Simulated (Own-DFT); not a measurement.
Hf36O71 (tetragonal hafnia with one neutral oxygen vacancy, atoms displaced) (calculated)

Computed with Own-DFT development build. A calculation, not a measurement: plane-wave PBE and HSE06 DFT by an unreviewed code, no spin, of a simulated cell at Gamma alone, so results move with cell size and shape, stress positive in tension, energies less offsets, not probed for a lower state with spin; hafnium file: forces about 75 meV/angstrom off all-electron values; oxygen file: force components 24 meV/angstrom off all-electron in a glass; k mesh not checked against a denser one; forces and stress are PBE's, HSE06 gives the energy alone, and its difference from PBE has offsets of its own; offsets are fitted by least squares, one for each functional and potential file, so energies compare only between cells with the same atoms and settings and are not formation energies; the far tail of each file's local potential was reset to the Coulomb form; each entry is a single point on an unrelaxed cell, so the pressure reflects the starting lattice, taken from the Materials Project, from which strain is counted, and rises with the displacements; printed positions are rounded, which can move forces by about a meV/angstrom; the program is a retired in-house code; no spin-orbit coupling.

Settings shared by all entries: first functional PBE; second functional HSE06; exact exchange share 0.25; screening 0.11 1/bohr; exchange divergence Gygi-Baldereschi; potential files PseudoDojo norm-conserving, scalar-relativistic, made for PBE, standard set; wave cutoff 48 hartree; occupations fixed; k mesh 1 x 1 x 1 centred on Gamma.

(1) Hf36O71 (tetragonal hafnia with one neutral oxygen vacancy, atoms displaced)

```
CELL_PARAMETERS angstrom
10.78000 0.00000 0.00000
0.00000 10.78000 0.00000
0.00000 0.00000 10.44930
ATOMIC_POSITIONS crystal
Hf 0.99963 0.00247 0.99805
Hf 0.16712 0.17101 0.25419
O 0.99646 0.15950 0.14757
O 0.16447 0.99697 0.35033
O 0.00231 0.17074 0.40473
O 0.16032 0.00374 0.10072
Hf 0.00266 0.00558 0.49652
Hf 0.17494 0.17120 0.74920
O 0.00370 0.17025 0.64747
O 0.16489 0.99506 0.84684
O 0.99532 0.16540 0.90369
O 0.15565 0.00006 0.58984
Hf 0.99876 0.33758 0.99279
Hf 0.16791 0.50017 0.25318
O 0.00086 0.50176 0.15835
O 0.16814 0.33077 0.35241
O 0.98728 0.49968 0.39661
O 0.17127 0.33351 0.09236
Hf 0.99120 0.33562 0.50459
Hf 0.16490 0.49788 0.74267
O 0.99503 0.49304 0.65187
O 0.17344 0.33551 0.85218
O 0.00002 0.49916 0.89981
O 0.16422 0.34133 0.59753
Hf 0.99713 0.66814 0.00091
Hf 0.15728 0.83668 0.24219
O 0.98854 0.82916 0.14829
O 0.16552 0.66657 0.34373
O 0.00542 0.84064 0.40747
O 0.16927 0.66736 0.09787
Hf 0.00164 0.66690 0.50552
Hf 0.16652 0.83698 0.74826
O 0.00186 0.82774 0.64931
O 0.15780 0.65706 0.84774
O 0.99635 0.83534 0.90372
O 0.17535 0.65744 0.60527
Hf 0.32504 0.99560 0.99928
Hf 0.50076 0.16605 0.24694
O 0.33067 0.16279 0.14727
O 0.50092 0.00302 0.35277
O 0.33980 0.15805 0.39868
O 0.49485 0.99980 0.10129
Hf 0.32420 0.99506 0.50206
Hf 0.49939 0.17142 0.76152
O 0.32814 0.16785 0.64986
O 0.49310 0.99826 0.85136
O 0.33573 0.16305 0.91700
O 0.49823 0.00213 0.59690
Hf 0.33084 0.32669 0.00471
Hf 0.50459 0.50218 0.24755
O 0.33149 0.50996 0.14664
O 0.51208 0.34254 0.35682
O 0.33123 0.50571 0.39787
O 0.50554 0.33533 0.09502
Hf 0.33311 0.33341 0.48750
Hf 0.49357 0.50114 0.75139
O 0.33498 0.50102 0.65725
O 0.50148 0.34045 0.84647
O 0.33699 0.50838 0.88957
O 0.49719 0.33543 0.59325
Hf 0.32636 0.66816 0.99950
Hf 0.49749 0.84145 0.24628
O 0.33131 0.83686 0.16004
O 0.49609 0.67244 0.33952
O 0.33860 0.83024 0.39371
O 0.50271 0.66322 0.09791
Hf 0.33012 0.66655 0.50035
Hf 0.49972 0.83471 0.75351
O 0.33412 0.83306 0.65111
O 0.49372 0.65751 0.84837
O 0.33931 0.83223 0.90452
O 0.49948 0.66392 0.60083
Hf 0.66249 0.00710 0.00541
Hf 0.83695 0.17006 0.24527
O 0.67224 0.16870 0.14737
O 0.82557 0.00138 0.34363
O 0.67020 0.16420 0.40946
O 0.83478 0.99256 0.09478
Hf 0.67053 0.00600 0.49352
Hf 0.82717 0.16570 0.75190
O 0.67348 0.17023 0.65367
O 0.83613 0.99474 0.84761
O 0.66365 0.16977 0.90542
O 0.83305 0.00340 0.59801
Hf 0.66876 0.33349 0.00312
Hf 0.82822 0.49904 0.25315
O 0.66026 0.50676 0.14989
O 0.83376 0.33287 0.34589
O 0.67115 0.50354 0.39243
O 0.83957 0.33142 0.10012
Hf 0.66791 0.32374 0.48974
Hf 0.82974 0.49407 0.74682
O 0.66458 0.50201 0.65777
O 0.83268 0.33196 0.85664
O 0.67317 0.50348 0.90697
O 0.83582 0.33206 0.60044
Hf 0.67084 0.66492 0.99384
Hf 0.84033 0.83796 0.24549
O 0.66629 0.83434 0.15036
O 0.84004 0.67010 0.34702
O 0.83718 0.66122 0.09898
Hf 0.66751 0.66677 0.50257
Hf 0.83137 0.83716 0.75288
O 0.66348 0.82956 0.64851
O 0.84186 0.65815 0.84075
O 0.66927 0.83815 0.91042
O 0.82603 0.66510 0.59727
```

| Quantity | Value |
| --- | --- |
| PBE energy of cell above offsets | -96.694 eV |
| HSE06 less PBE above offsets | 0.110 eV |
| PBE pressure | 1.98 GPa |
| PBE stress xx | -1.41 GPa |
| PBE stress yy | -2.22 GPa |
| PBE stress zz | -2.3 GPa |
| PBE stress yz | -0.85 GPa |
| PBE stress xz | 0.88 GPa |
| PBE stress xy | 0.06 GPa |

Force:
| element | x (eV/Å) | y (eV/Å) | z (eV/Å) |
| --- | --- | --- | --- |
| Hf | -0.922 | 0.15 | -0.203 |
| Hf | -0.598 | -1.221 | -0.659 |
| O | 0.994 | 0.426 | 1.031 |
| O | 0.261 | 1.169 | -0.688 |
| O | -0.195 | -0.122 | -1.194 |
| O | 0.501 | -0.761 | -0.152 |
| Hf | -2.176 | 0.035 | 0.086 |
| Hf | -2.495 | 0.485 | 0.018 |
| O | -0.117 | 0.015 | 1.266 |
| O | 0.657 | 1.334 | 0.098 |
| O | 0.459 | 0.408 | -0.409 |
| O | 2.49 | -0.356 | 1.989 |
| Hf | 0.221 | 0.028 | 0.516 |
| Hf | -0.129 | 0.687 | -0.924 |
| O | 0.42 | -0.385 | -0.652 |
| O | 0.534 | 0.464 | -0.614 |
| O | 0.954 | -0.044 | 1.453 |
| O | -1.419 | -0.34 | 1.378 |
| Hf | 1.47 | 0.342 | -0.216 |
| Hf | 0.863 | 0.186 | 0.993 |
| O | 0.343 | 0.753 | -0.668 |
| O | 0.007 | -1.16 | -0.54 |
| O | -0.04 | -0.487 | 0.443 |
| O | 0.732 | -0.406 | -0.361 |
| Hf | 0.511 | -0.932 | -0.804 |
| Hf | 1.057 | -0.903 | 1.175 |
| O | 3.444 | 0.07 | -0.768 |
| O | -0.576 | 0.471 | 0.696 |
| O | -0.191 | -1.296 | -0.959 |
| O | -1.667 | 0.755 | 0.233 |
| Hf | -1.139 | 0.198 | -0.842 |
| Hf | -0.667 | -2.241 | 0.182 |
| O | -0.136 | -0.253 | 0.665 |
| O | 0.296 | 2.449 | -0.04 |
| O | 0.347 | -0.309 | -0.201 |
| O | -1.853 | 0.47 | -0.922 |
| Hf | 0.686 | -0.672 | 1.081 |
| Hf | -0.669 | -0.391 | 0.457 |
| O | 0.576 | 0.745 | 1.371 |
| O | 0.851 | 0.487 | -1.023 |
| O | -0.459 | 1.552 | -0.254 |
| O | 0.419 | 0.748 | -0.158 |
| Hf | 2.064 | -0.85 | -0.667 |
| Hf | 0.409 | -0.308 | -2.016 |
| O | 0.908 | -0.169 | 0.544 |
| O | 0.49 | 0.986 | 0.001 |
| O | 0.057 | 0.193 | -2.41 |
| O | 0.002 | 0.221 | 0.204 |
| Hf | 0.751 | 2.788 | -0.846 |
| Hf | -0.985 | 2.248 | -0.185 |
| O | 0.083 | -1.221 | 0.66 |
| O | -1.049 | -1.994 | -1.492 |
| O | -0.131 | -1.361 | 0.271 |
| O | -1.297 | -0.682 | 0.886 |
| Hf | 0.311 | 0.459 | 1.885 |
| Hf | 0.365 | 0.532 | -0.916 |
| O | -0.735 | -0.483 | -1.783 |
| O | -0.02 | -2.005 | 0.754 |
| O | -0.803 | -1.518 | 1.903 |
| O | 0.23 | -0.879 | -0.091 |
| Hf | 2.181 | -2.024 | -0.155 |
| Hf | 0.906 | -1.562 | 0.837 |
| O | -1.214 | 0.428 | -1.607 |
| O | 0.807 | -0.724 | 0.63 |
| O | -0.868 | 0.901 | 1.758 |
| O | -0.507 | 0.675 | -1.046 |
| Hf | 2.003 | 0.469 | -0.539 |
| Hf | 0.462 | -1.15 | -0.796 |
| O | -0.813 | 0.576 | 0.099 |
| O | 1.275 | 2.98 | 0.102 |
| O | -0.737 | 0.208 | -0.452 |
| O | -0.421 | 0.219 | -0.861 |
| Hf | 0.531 | -1.981 | 0.36 |
| Hf | 0.604 | -0.385 | 0.105 |
| O | -0.913 | -0.312 | 0.734 |
| O | 0.16 | 0.481 | 0.105 |
| O | -0.244 | 0.828 | -2.448 |
| O | -0.574 | 0.767 | -0.12 |
| Hf | -0.937 | -3.668 | 1.63 |
| Hf | 2.324 | -0.142 | -0.085 |
| O | -2.185 | 0.206 | 0.203 |
| O | -0.489 | 1.827 | 0.063 |
| O | -0.259 | -0.554 | -0.884 |
| O | 0.331 | -0.219 | 0.002 |
| Hf | 0.847 | 1.656 | -0.409 |
| Hf | 0.654 | 1.695 | -0.371 |
| O | 1.789 | -0.914 | -0.306 |
| O | -0.502 | -0.95 | 0.576 |
| O | 0.19 | -0.412 | 0.991 |
| O | -0.969 | 0.272 | 0.151 |
| Hf | -0.822 | 3.191 | 2.276 |
| Hf | -0.625 | 0.48 | 0.498 |
| O | 0.291 | -0.437 | -0.566 |
| O | -0.089 | -0.351 | -0.738 |
| O | 0.118 | -1.505 | -0.407 |
| O | -1.543 | -0.107 | 0.1 |
| Hf | -1.029 | 0.488 | 1.773 |
| Hf | -3.793 | -0.977 | 1.547 |
| O | 0.415 | 0.397 | 1.013 |
| O | -0.323 | 0.543 | -0.051 |
| O | -1.067 | 0.007 | -0.491 |
| Hf | -0.927 | 0.666 | -0.698 |
| Hf | -0.006 | -1.63 | -1.013 |
| O | 0.347 | 0.389 | 0.883 |
| O | -0.42 | 1.863 | 0.561 |
| O | -0.152 | -0.242 | -1.34 |
| O | 1.895 | -0.076 | -0.204 |

(2) Hf36O71 (tetragonal hafnia with one neutral oxygen vacancy, atoms displaced)

```
CELL_PARAMETERS angstrom
10.78000 0.00000 0.00000
0.00000 10.78000 0.00000
0.00000 0.00000 10.44930
ATOMIC_POSITIONS crystal
Hf 0.01426 0.99691 0.00856
Hf 0.16335 0.16264 0.26237
O 0.00414 0.16179 0.14322
O 0.16981 0.99798 0.34713
O 0.99453 0.17216 0.39445
O 0.16496 0.00091 0.11238
Hf 0.98840 0.99350 0.48719
Hf 0.15882 0.16402 0.75537
O 0.00200 0.15712 0.65649
O 0.15648 0.00032 0.84694
O 0.99693 0.17237 0.91668
O 0.17069 0.99730 0.60523
Hf 0.98730 0.32633 0.98984
Hf 0.16545 0.49390 0.24207
O 0.00311 0.49666 0.16733
O 0.17227 0.34981 0.36017
O 0.99848 0.50757 0.39018
O 0.15224 0.33955 0.09400
Hf 0.98890 0.34157 0.50786
Hf 0.15841 0.48138 0.75130
O 0.99004 0.50580 0.65443
O 0.15896 0.34432 0.83932
O 0.99425 0.50200 0.89090
O 0.18371 0.33657 0.60211
Hf 0.00269 0.64772 0.99903
Hf 0.16647 0.82883 0.25478
O 0.99837 0.82893 0.14339
O 0.16934 0.66773 0.34794
O 0.99091 0.83875 0.40729
O 0.15482 0.64577 0.10138
Hf 0.98608 0.66168 0.49912
Hf 0.18121 0.82875 0.74483
O 0.99940 0.83229 0.64413
O 0.15340 0.67033 0.83358
O 0.00590 0.82933 0.91228
O 0.16379 0.66948 0.59213
Hf 0.32932 0.99587 0.97857
Hf 0.51173 0.17442 0.24093
O 0.33009 0.17462 0.16082
O 0.50534 0.00841 0.34061
O 0.33394 0.16215 0.40071
O 0.49456 0.99777 0.10550
Hf 0.33235 0.99682 0.49256
Hf 0.50386 0.16790 0.74655
O 0.33861 0.16661 0.66201
O 0.50366 0.00599 0.85596
O 0.34409 0.15801 0.90659
O 0.49511 0.00274 0.60364
Hf 0.32474 0.33811 0.99867
Hf 0.49955 0.50027 0.24475
O 0.33483 0.50409 0.14546
O 0.48963 0.32971 0.34560
O 0.34006 0.50417 0.40216
O 0.49946 0.32880 0.09798
Hf 0.33125 0.32602 0.49338
Hf 0.50067 0.50218 0.73883
O 0.33673 0.49204 0.65812
O 0.50673 0.33174 0.84883
O 0.31882 0.49361 0.88402
O 0.50204 0.32840 0.58644
Hf 0.33779 0.67107 0.00797
Hf 0.48199 0.84221 0.26400
O 0.33488 0.84099 0.16361
O 0.49941 0.67351 0.34287
O 0.32699 0.83174 0.40110
O 0.50935 0.66314 0.10615
Hf 0.33891 0.65046 0.50520
Hf 0.49943 0.84414 0.74781
O 0.33819 0.83643 0.66148
O 0.50102 0.66501 0.84514
O 0.33025 0.84391 0.90559
O 0.49834 0.67361 0.60183
Hf 0.67194 0.99628 0.99919
Hf 0.83556 0.16600 0.24500
O 0.82648 0.00986 0.34675
O 0.65636 0.15257 0.39675
O 0.83593 0.99263 0.09802
Hf 0.66202 0.00970 0.48843
Hf 0.83575 0.17035 0.77080
O 0.67668 0.14656 0.64660
O 0.84031 0.99881 0.84676
O 0.66293 0.16891 0.90633
O 0.83157 0.00355 0.60035
Hf 0.66222 0.34264 0.00809
Hf 0.82219 0.50380 0.24955
O 0.66102 0.48626 0.15010
O 0.84878 0.32791 0.34529
O 0.66079 0.49244 0.38696
O 0.83359 0.33132 0.09781
Hf 0.67000 0.33417 0.49681
Hf 0.83263 0.51275 0.74206
O 0.65485 0.49532 0.64662
O 0.84914 0.31735 0.84928
O 0.67414 0.50611 0.88733
O 0.82223 0.32754 0.60258
Hf 0.66395 0.67541 0.00453
Hf 0.82462 0.82758 0.25608
O 0.66152 0.83627 0.14247
O 0.82937 0.65815 0.34694
O 0.66486 0.82340 0.39375
O 0.83603 0.66647 0.10042
Hf 0.65699 0.66995 0.50659
Hf 0.83682 0.83455 0.75128
O 0.66832 0.82981 0.65018
O 0.82957 0.66713 0.84234
O 0.66474 0.82763 0.90533
O 0.83357 0.65937 0.59051
```

| Item | Value |
| --- | --- |
| PBE energy of cell above offsets | -87.667 eV |
| HSE06 less PBE above offsets | 0.556 eV |
| PBE pressure | 4.93 GPa |
| PBE stress xx | -2.91 GPa |
| PBE stress yy | -7.55 GPa |
| PBE stress zz | -4.33 GPa |
| PBE stress yz | -0.65 GPa |
| PBE stress xz | -0.16 GPa |
| PBE stress xy | 0.07 GPa |

Force:
| element | x (eV/Å) | y (eV/Å) | z (eV/Å) |
| --- | --- | --- | --- |
| Hf | -1.948 | -1.749 | -0.109 |
| Hf | 0.83 | 1.125 | -1.772 |
| O | -0.802 | 0.267 | 1.685 |
| O | -0.515 | -0.495 | 1.106 |
| O | 1.156 | -0.404 | 1.091 |
| O | 1.712 | -0.247 | -1.122 |
| Hf | 0.235 | 2.934 | 4.045 |
| Hf | 1.508 | -0.566 | -2.074 |
| O | -0.3 | 1.685 | 0.195 |
| O | 0.637 | 0.143 | 1.142 |
| O | 1.34 | -4.058 | -3.023 |
| O | 0.155 | 0.218 | -1.396 |
| Hf | 0.952 | 3.366 | 3.354 |
| Hf | -0.039 | 1.254 | 1.294 |
| O | -3.255 | 0.22 | -2.197 |
| O | -0.136 | -2.618 | -0.356 |
| O | -0.504 | -1.466 | 2.715 |
| O | 2.061 | 0.184 | -0.515 |
| Hf | 1.33 | -0.812 | -2.05 |
| Hf | 1.989 | 7.992 | -3.834 |
| O | 1.666 | -1.392 | -2.217 |
| O | -0.318 | -7.987 | 4.433 |
| O | -0.414 | -1.913 | -0.034 |
| O | -4.015 | -0.082 | 0.467 |
| Hf | -0.646 | 3.952 | 0.087 |
| Hf | -1.451 | 0.048 | -0.649 |
| O | 0.463 | 0.233 | 2.653 |
| O | -0.034 | -0.441 | -0.604 |
| O | -0.38 | -3.043 | -2.445 |
| O | 3.396 | 1.567 | -1.135 |
| Hf | 4.318 | 1.234 | -0.863 |
| Hf | -4.753 | 0.076 | -0.334 |
| O | -0.403 | -0.148 | 1.063 |
| O | 0.969 | -1.509 | 1.447 |
| O | -0.643 | -0.266 | -0.615 |
| O | 0.817 | -0.146 | -0.51 |
| Hf | 0.856 | 4.419 | 6.414 |
| Hf | -1.601 | -0.878 | -0.852 |
| O | -0.404 | 0.756 | -0.009 |
| O | -0.702 | -1.07 | 1.767 |
| O | -0.895 | -0.229 | 0.696 |
| O | 0.582 | 0.689 | -1.446 |
| Hf | -0.995 | 0.992 | 1.992 |
| Hf | 0.705 | 0.223 | 0.187 |
| O | -1.477 | 0.292 | -0.332 |
| O | -0.038 | -1.46 | -0.863 |
| O | -1.308 | 3.36 | -0.832 |
| O | 0.386 | -0.829 | -1.064 |
| Hf | 0.525 | -1.2 | 0.593 |
| Hf | -0.666 | -0.069 | 1.652 |
| O | 0.425 | -0.222 | -0.81 |
| O | 0.67 | 0.677 | -0.656 |
| O | 0.632 | -1.278 | -0.523 |
| O | -0.79 | 0.222 | -0.209 |
| Hf | 1.148 | 0.457 | -0.064 |
| Hf | -1.056 | -0.984 | 3.166 |
| O | -0.393 | 1.182 | -1.984 |
| O | -0.394 | 1.153 | -0.517 |
| O | 0.685 | 1.249 | 2.871 |
| O | 0.79 | -0.287 | 0.539 |
| Hf | -0.389 | -1.726 | -0.758 |
| Hf | 3.433 | 0.324 | -1.327 |
| O | -2.483 | -1.939 | -2.714 |
| O | -0.061 | -1.819 | 1.319 |
| O | 1.005 | -0.074 | 0.812 |
| O | -2.473 | -0.203 | -0.911 |
| Hf | -2.996 | 1.48 | -0.366 |
| Hf | 2.101 | -0.342 | 0.505 |
| O | 1.073 | -0.31 | -1.423 |
| O | -1.123 | 0.783 | 0.869 |
| O | 0.103 | -5.819 | -2.045 |
| O | 0.057 | -0.46 | 0.038 |
| Hf | -0.994 | 0.049 | 1.026 |
| Hf | 0.848 | 0.371 | -1.305 |
| O | 0.338 | -2.066 | 0.234 |
| O | 0.513 | 6.192 | -1.938 |
| O | -0.403 | 1.011 | 0.124 |
| Hf | 1.05 | -3.654 | 3.918 |
| Hf | -1.292 | -5.428 | -4.737 |
| O | -1.521 | 1.527 | 0.827 |
| O | -0.624 | -0.496 | 0.984 |
| O | 1.13 | 0.052 | 0.624 |
| O | 0.578 | -1.388 | -1.763 |
| Hf | -0.128 | -0.804 | -2.109 |
| Hf | 2.247 | -1.551 | -0.485 |
| O | 0.576 | 0.665 | -0.826 |
| O | -1.541 | 1.281 | 0.848 |
| O | 0.417 | 0.598 | 1.336 |
| O | -0.757 | -0.103 | 0.041 |
| Hf | -1.904 | -0.827 | -0.405 |
| Hf | -2.597 | -0.793 | 2.02 |
| O | 2.761 | 0.47 | -1.948 |
| O | -0.836 | 6.458 | 1.291 |
| O | 0.112 | -0.909 | 1.719 |
| O | 1.544 | 0.79 | -0.143 |
| Hf | 1.276 | -0.879 | -0.937 |
| Hf | 0.236 | 0.93 | -2.348 |
| O | 0.618 | -0.428 | 1.39 |
| O | -0.075 | 1.644 | 0.687 |
| O | 0.592 | 1.229 | 0.841 |
| O | -1.267 | -0.914 | 0.069 |
| Hf | 0.673 | 0.272 | -1.445 |
| Hf | 1.321 | 1.425 | -0.529 |
| O | -0.32 | -0.642 | 0.134 |
| O | 0.463 | 0.616 | -0.031 |
| O | 0.015 | 1.48 | -1.302 |
| O | -2.952 | -0.4 | 1.494 |

(3) Hf36O71 (tetragonal hafnia with one neutral oxygen vacancy, atoms displaced)

```
CELL_PARAMETERS angstrom
10.78000 0.00000 0.00000
0.00000 10.78000 0.00000
0.00000 0.00000 10.44930
ATOMIC_POSITIONS crystal
Hf 0.00068 0.99519 0.00641
Hf 0.16596 0.16378 0.24899
O 0.00471 0.17053 0.15382
O 0.16124 0.00197 0.35331
O 0.99966 0.16199 0.40822
O 0.17047 0.00251 0.09819
Hf 0.00763 0.00378 0.50134
Hf 0.17462 0.16793 0.75015
O 0.00809 0.16619 0.65065
O 0.17360 0.99799 0.85135
O 0.00082 0.17182 0.90480
O 0.16538 0.00185 0.59059
Hf 0.99948 0.33661 0.00060
Hf 0.16165 0.49537 0.24656
O 0.99376 0.49497 0.15047
O 0.15683 0.33480 0.34509
O 0.00139 0.50170 0.40244
O 0.16481 0.33772 0.09566
Hf 0.00637 0.33644 0.50623
Hf 0.17171 0.50209 0.74596
O 0.99773 0.50454 0.64340
O 0.16856 0.33181 0.85437
O 0.01018 0.49788 0.90966
O 0.16464 0.33288 0.60204
Hf 0.99922 0.66534 0.99869
Hf 0.16948 0.84223 0.24187
O 0.99084 0.83409 0.15471
O 0.16800 0.67110 0.35280
O 0.00415 0.83670 0.39519
O 0.16852 0.66863 0.10567
Hf 0.00325 0.66393 0.49899
Hf 0.16465 0.82673 0.74772
O 0.00146 0.83213 0.64402
O 0.16418 0.67070 0.84434
O 0.99636 0.83214 0.90188
O 0.16555 0.66527 0.59050
Hf 0.33994 0.99809 0.99410
Hf 0.49745 0.16925 0.24579
O 0.33408 0.16075 0.15302
O 0.49808 0.00296 0.33846
O 0.32607 0.16742 0.39744
O 0.50566 0.99784 0.10348
Hf 0.33393 0.00371 0.50940
Hf 0.50188 0.16412 0.74612
O 0.33252 0.16812 0.65946
O 0.50040 0.00067 0.84621
O 0.33776 0.16544 0.89451
O 0.50002 0.00712 0.60534
Hf 0.32827 0.32994 0.00236
Hf 0.49528 0.50233 0.24558
O 0.33948 0.50381 0.14333
O 0.33374 0.49658 0.40110
O 0.49869 0.32686 0.10151
Hf 0.33242 0.33447 0.50323
Hf 0.49769 0.49821 0.74319
O 0.32903 0.49854 0.65671
O 0.50328 0.33743 0.84568
O 0.33972 0.50304 0.89601
O 0.49578 0.33568 0.59904
Hf 0.33519 0.67571 0.00145
Hf 0.49654 0.82621 0.24637
O 0.33726 0.82935 0.15928
O 0.50173 0.67131 0.35325
O 0.33631 0.82763 0.40263
O 0.49801 0.66571 0.09128
Hf 0.33485 0.65661 0.49815
Hf 0.49949 0.82777 0.75159
O 0.33299 0.83694 0.65953
O 0.49909 0.65984 0.85019
O 0.33013 0.82754 0.90294
O 0.50386 0.66907 0.60534
Hf 0.66641 0.99372 0.99691
Hf 0.82801 0.17369 0.25861
O 0.66984 0.17047 0.15531
O 0.84091 0.99391 0.35391
O 0.66983 0.17209 0.40090
O 0.83571 0.99819 0.09805
Hf 0.66028 0.99654 0.49132
Hf 0.83332 0.16535 0.74999
O 0.67326 0.16303 0.64547
O 0.82984 0.00016 0.84589
O 0.66019 0.16786 0.91132
O 0.83579 0.99939 0.59089
Hf 0.66445 0.33609 0.99505
Hf 0.84443 0.50363 0.24964
O 0.66416 0.50121 0.15420
O 0.83715 0.33665 0.34720
O 0.66651 0.49999 0.40509
O 0.82557 0.34029 0.09155
Hf 0.67003 0.33190 0.50587
Hf 0.82749 0.49858 0.75474
O 0.66491 0.50212 0.65644
O 0.82999 0.33783 0.84299
O 0.67416 0.50030 0.89883
O 0.82488 0.32595 0.60180
Hf 0.66574 0.66750 0.99361
Hf 0.84018 0.83661 0.25317
O 0.66807 0.83858 0.14757
O 0.83887 0.66624 0.35686
O 0.66915 0.83647 0.41216
O 0.84123 0.66810 0.09924
Hf 0.66055 0.66063 0.49724
Hf 0.83733 0.83288 0.75132
O 0.66823 0.83274 0.65001
O 0.83048 0.67028 0.84396
O 0.66531 0.83599 0.89693
O 0.83050 0.66406 0.59577
```

| Property | Result |
| --- | --- |
| PBE energy of cell above offsets | -97.152 eV |
| HSE06 less PBE above offsets | 0.047 eV |
| PBE pressure | 1.99 GPa |
| PBE stress xx | -2.53 GPa |
| PBE stress yy | -1.19 GPa |
| PBE stress zz | -2.26 GPa |
| PBE stress yz | 0.19 GPa |
| PBE stress xz | -0.04 GPa |
| PBE stress xy | 0.12 GPa |

Force:
| element | x (eV/Å) | y (eV/Å) | z (eV/Å) |
| --- | --- | --- | --- |
| Hf | -0.592 | 1.444 | -0.767 |
| Hf | -0.182 | -0.087 | 0.868 |
| O | -1.09 | -0.029 | 0.204 |
| O | 0.885 | -0.16 | -1.383 |
| O | -0.013 | 2.274 | -0.622 |
| O | 0.058 | -0.91 | 0.245 |
| Hf | -2.747 | -1.476 | -0.908 |
| Hf | -2.37 | -0.46 | 1.596 |
| O | -0.864 | 0.304 | 0.867 |
| O | -0.23 | -0.171 | -0.716 |
| O | -0.333 | -1.134 | 0.074 |
| O | 2.196 | 0.01 | 1.913 |
| Hf | -0.854 | -1.652 | 0.113 |
| Hf | 0.722 | 1.538 | 0.346 |
| O | 2.417 | 0.152 | -0.362 |
| O | 0.221 | -0.211 | 0.454 |
| O | 0.33 | -0.77 | -0.88 |
| O | 0.686 | 0.264 | 0.869 |
| Hf | -1.837 | -0.912 | -0.919 |
| Hf | -2.023 | -0.394 | 1.734 |
| O | 0.441 | -0.8 | 1.35 |
| O | 0.485 | 0.427 | -0.976 |
| O | -0.497 | 1.096 | -1.187 |
| O | 1.08 | 0.369 | 0.166 |
| Hf | 0.423 | 0.359 | 0.369 |
| Hf | -1.622 | -1.21 | 2.694 |
| O | 3.309 | 0.409 | -1.654 |
| O | 0.242 | -1.151 | -1.253 |
| O | 0.137 | -0.716 | 0.475 |
| O | -0.823 | 0.097 | -1.093 |
| Hf | -1.898 | 1.776 | -0.687 |
| Hf | -0.409 | 1.693 | -0.421 |
| O | 0.293 | -0.234 | 1.21 |
| O | -0.038 | -1.21 | 0.282 |
| O | 0.26 | 0.182 | -0.006 |
| O | 1.68 | -0.215 | 1.572 |
| Hf | 0.087 | 0.994 | 0.149 |
| Hf | 1.041 | 0.608 | 0.288 |
| O | -0.709 | 0.362 | -1 |
| O | 0.214 | -0.679 | 1.338 |
| O | 0.576 | 0.449 | 1.442 |
| O | -1.177 | 0.059 | -1.602 |
| Hf | -0.001 | -1.151 | -1.823 |
| Hf | 1.184 | 0.407 | 0.998 |
| O | 0.865 | -0.027 | -1.965 |
| O | -0.394 | -0.721 | 0.536 |
| O | 0.071 | 0.105 | 1.229 |
| O | -0.371 | -0.08 | -0.894 |
| Hf | 1.016 | 1.064 | -1.043 |
| Hf | 1.349 | -1.117 | 0.398 |
| O | -1.527 | -0.51 | 0.857 |
| O | 0.277 | -0.286 | -0.135 |
| O | -0.34 | 0.315 | -0.248 |
| Hf | 0.411 | -1.002 | -1.301 |
| Hf | 0.112 | 0.012 | 1.786 |
| O | 1 | 0.184 | -2.037 |
| O | 0.058 | -0.612 | -0.235 |
| O | -1.042 | -0.305 | 0.748 |
| O | 0.352 | -0.184 | -0.641 |
| Hf | -0.567 | -3.179 | 0.023 |
| Hf | 1.987 | 1.905 | 0.999 |
| O | -0.804 | 0.218 | -1.846 |
| O | -0.071 | -1.555 | -0.416 |
| O | 0.036 | 1.125 | 0.851 |
| O | 0.93 | 0.742 | 0.91 |
| Hf | -0.54 | 2.388 | -0.496 |
| Hf | 1.443 | 0.023 | -0.596 |
| O | -0.038 | 0.016 | -0.496 |
| O | 0.568 | 1.2 | -0.101 |
| O | 0.579 | 1.641 | -0.104 |
| O | -1.646 | -0.501 | -0.423 |
| Hf | 0.639 | 0.979 | 1.306 |
| Hf | 0.617 | -1.479 | -0.666 |
| O | -0.367 | -0.196 | 0.305 |
| O | -1.06 | 1.764 | -1.165 |
| O | -0.339 | -0.241 | -0.174 |
| O | -0.232 | 0.267 | -0.315 |
| Hf | 1.761 | 0.918 | 1.571 |
| Hf | 0.993 | -0.257 | -0.729 |
| O | -1.585 | 0.356 | 1.132 |
| O | 0.176 | 0.128 | 0.273 |
| O | 0.253 | -0.463 | -1.279 |
| O | -0.417 | 0.247 | 0.818 |
| Hf | -0.418 | -0.327 | 1.094 |
| Hf | -3.246 | 0.304 | 0.988 |
| O | -0.022 | 0.56 | 0.006 |
| O | 0.13 | 0.43 | 0.396 |
| O | -0.628 | -1.156 | -0.084 |
| O | 1.395 | -0.276 | 0.357 |
| Hf | -0.682 | 0.262 | -1.061 |
| Hf | 0.324 | 1.28 | -1.65 |
| O | 0.138 | -0.423 | -0.626 |
| O | 0.318 | -1.322 | 0.612 |
| O | -0.138 | 0.759 | 0.29 |
| O | 2.391 | 0.676 | -0.077 |
| Hf | 0.625 | -0.143 | 0.933 |
| Hf | -1.637 | -0.301 | 1.295 |
| O | -0.083 | -0.947 | 0.484 |
| O | -0.337 | 0.025 | -1.456 |
| O | -0.491 | -1.665 | -1.682 |
| O | -1.323 | -0.529 | -0.511 |
| Hf | 2.157 | 1.429 | 0.874 |
| Hf | -0.691 | 0.698 | -2.309 |
| O | -0.737 | 0.362 | 1.037 |
| O | 0.339 | -0.975 | 1.062 |
| O | -0.281 | -1.164 | 0.024 |
| O | 0.086 | 0.015 | 0.202 |
